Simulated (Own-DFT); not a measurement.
# One cell, two functionals

These are calculations, not measurements. They come from Own-DFT, an in-house plane-wave density functional program, since retired, whose code no person has reviewed. Each row is one single-point run on a periodic cell that was not relaxed, without spin or spin-orbit coupling.

Known limits, some of them of some rows only: not probed for a lower state with spin; hafnium file: forces about 75 meV/angstrom off all-electron values; oxygen file: force components 24 meV/angstrom off all-electron in a glass; forces on such cells failed a check on a denser k mesh; forces on such cells moved up to 12 meV/angstrom on a denser k mesh; forces on such cells passed a denser k mesh, each cell not checked; stress not checked against mesh or cutoff.

Each cell was run twice at the same cutoff, k mesh and smearing, with PBE and with PBEsol, on PseudoDojo norm-conserving files made for PBE. Atoms were moved at random from their sites; u is the rms move along one axis. Files made for PBEsol would give a somewhat different change.

```
                                                 cell  atoms  volume (Å³/atom)  u (Å)  cutoff (hartree)  P with PBE (GPa)  P with PBEsol (GPa)  change (GPa)
D0_22 TiAl3 with two Ti on an Al site each (Al28Ti12)     40             15.63  0.030                42              3.34                 1.23         -2.12
D0_22 TiAl3 with two Ti on an Al site each (Al28Ti12)     40             15.63  0.028                42              3.08                 0.96         -2.11
D0_22 TiAl3 with two Ti on an Al site each (Al28Ti12)     40             15.63  0.078                42              4.80                    ?             ?
  diamond-structure SiGe in ordered layers (Ge32Si32)     64             21.31  0.057                42              3.37                 1.08         -2.29
  diamond-structure SiGe in ordered layers (Ge32Si32)     64             21.31  0.062                42              3.81                 1.51         -2.30
  diamond-structure SiGe in ordered layers (Ge32Si32)     64             21.31  0.061                42              3.57                 1.27         -2.30
                                hexagonal WC (C32W32)     64             10.92  0.049                50             -8.89               -16.44         -7.55
                                hexagonal WC (C32W32)     64             10.46  0.019                50              3.31                -4.73         -8.05
                                hexagonal WC (C32W32)     64             10.33  0.049                50             11.65                 3.45         -8.20
         monoclinic HfO2 with one O vacancy (Hf32O63)     95             11.65  0.087                72             10.03                 3.62         -6.42
         monoclinic HfO2 with one O vacancy (Hf32O63)     95             11.65  0.049                72              4.92                -1.46         -6.39
         monoclinic HfO2 with one O vacancy (Hf32O63)     95             11.65  0.033                72              3.92                -2.46         -6.38
```

## Worked reading

Mean change of pressure by composition, in GPa: CW, -7.94; Hf32O63, -6.39; GeSi, -2.30; Al7Ti3, -2.11. At a fixed cell PBEsol gives the lower pressure, because it favours a smaller volume than PBE. Here the change varies more between materials than between cells of one material.

## Withheld value

Question: what PBEsol pressure should the Al28Ti12 cell with the blank give?

Adding the mean change of the cells with its composition, -2.11 GPa, to 4.80 gives 2.7 GPa. The calculation gave 2.68 GPa.
